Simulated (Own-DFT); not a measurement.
# What a defect does to the pressure of its cell: C40 NbSi2

Everything here is calculated. The program is Own-DFT (plane waves, in-house, since retired, never reviewed by a person); positions were held fixed, and spin and spin-orbit coupling were off.

Common settings: PBE; PseudoDojo norm-conserving scalar-relativistic files; cutoff 42 hartree; 4 x 4 x 5 k mesh centred on Gamma; cold (Marzari-Vanderbilt) smearing of 0.2 eV.

Limits: forces on such cells failed a check on a denser k mesh; stress not checked against mesh or cutoff.

All runs share one cell, with vectors in Å (0.000, 8.324, 0.000); (-9.613, 0.000, 0.000); (0.000, 0.000, 6.586) and a volume of 527.0 Å³. The atoms are randomly displaced, by u rms on each axis. The defect's site can differ from row to row.

```
cell,formula,u (Å),P (GPa)
no defect,Nb12Si24,0.0186,1.49
no defect,Nb12Si24,0.0219,1.51
no defect,Nb12Si24,0.0492,2.59
two Si on a Nb site each,Nb10Si26,0.0283,1.51
two Si on a Nb site each,Nb10Si26,0.0289,1.63
two Si on a Nb site each,Nb10Si26,0.0434,2.40
one Si vacancy,Nb12Si23,0.0281,0.89
one Si vacancy,Nb12Si23,0.0291,1.15
one Si vacancy,Nb12Si23,0.0491,?
one Si vacancy,Nb12Si23,0.0504,1.77
two Nb on a Si site each,Nb14Si22,0.0316,7.42
two Nb on a Si site each,Nb14Si22,0.0500,8.22
two Nb on a Si site each,Nb14Si22,0.0517,8.46
two Nb vacancies,Nb10Si24,0.0290,-0.14
two Nb vacancies,Nb10Si24,0.0319,0.13
two Nb vacancies,Nb10Si24,0.0489,0.67
```

## Working it out

P = P0 + c u² + a shift for each defect gives P0 = 1.28 GPa, c = 536 ± 43 GPa/Å² and a scatter of 0.13 GPa. The shifts, and each times the cell's volume:

- two Nb on a Si site each: 5.65 ± 0.11 GPa, 18.6 eV (9.3 eV for each of its 2 sites)
- two Si on a Nb site each: -0.06 ± 0.10 GPa, -0.2 eV (-0.1 eV for each of its 2 sites) (not resolved)
- one Si vacancy: -0.76 ± 0.10 GPa, -2.5 eV
- two Nb vacancies: -1.82 ± 0.10 GPa, -6.0 eV (-3.0 eV for each of its 2 sites)

Against the defect-free cell, a freed cell would be larger where the shift is positive and smaller where it is negative (160.2 GPa Å³ is 1 eV). The atoms around the defects weren't relaxed, which would change these numbers.

## Test on the hidden row

Question: what pressure belongs in the blank (one Si vacancy, u = 0.0491 Å)?

The fitted form gives 1.81 ± 0.15 GPa. The hidden result is 1.58 GPa.
